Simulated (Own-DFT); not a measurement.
# PBE and PBEsol under strain: diamond-structure SiGeSn with randomly placed atoms, 64 atoms (Ge40Si16Sn8)

No measurement is shown. These are fixed-geometry runs of a retired plane-wave code named Own-DFT, which no person has reviewed; spin and spin-orbit coupling are neglected.

Known weak points: forces on such cells moved up to 12 meV/angstrom on a denser k mesh; stress not checked against mesh or cutoff.

Each geometry was run with PBE and with PBEsol, otherwise alike: PseudoDojo norm-conserving scalar-relativistic files made for PBE; cutoff 49 hartree; 3 x 3 x 3 k mesh centred on Gamma; Fermi-Dirac smearing of 0.1 eV. Unstrained cell vectors in Å: (11.410, 0.000, 0.000); (0.000, 11.410, 0.000); (0.000, 0.000, 11.410). Each has a uniform strain, of which the change of volume is shown, and random moves of rms u per axis. The random placing of the alloy's atoms differs from row to row.

```
run  volume change (%)   u (Å)  P with PBE (GPa)  P with PBEsol (GPa)
  1               5.58  0.0473              0.76                -1.62
  2              -1.49  0.0487              5.86                 3.17
  3               4.55  0.0497              1.60                -0.81
  4              -3.96  0.0501              8.31                 5.47
  5               2.52  0.0502              2.98                 0.47
  6              -1.49  0.0461              5.91                 3.20
  7              -0.50  0.0539              5.37                 2.71
  8               4.55  0.0518              1.46                -0.95
  9               5.06  0.0484              1.13                    ?
```

Question: by how much does PBEsol shrink this cell, and what belongs in the blank?

## Solution

Write v for the change of volume as a fraction. Fitted to v and u², the PBE pressure has a slope of -76 ± 2 GPa in v, with the ions held to the strained lattice. The difference PBEsol less PBE is -2.64 + 4.8 v GPa (slope ± 0.1) and averages -2.57 GPa. Divided by the mean slope of the two, 74 GPa, that makes PBEsol's volume at a given pressure, near 3 GPa, about 3.5 % smaller, or 1.16 % in lengths. At one volume PBEsol's slope is the smaller by 5 GPa, but its pressure there is lower too. If stiffness rises by about 4 GPa for each GPa, PBEsol at equal pressure is stiffer by about 5 GPa. Files made for PBEsol would give a different shift.

For run 9 the line gives -1.26 GPa. Computed: -1.27 GPa.
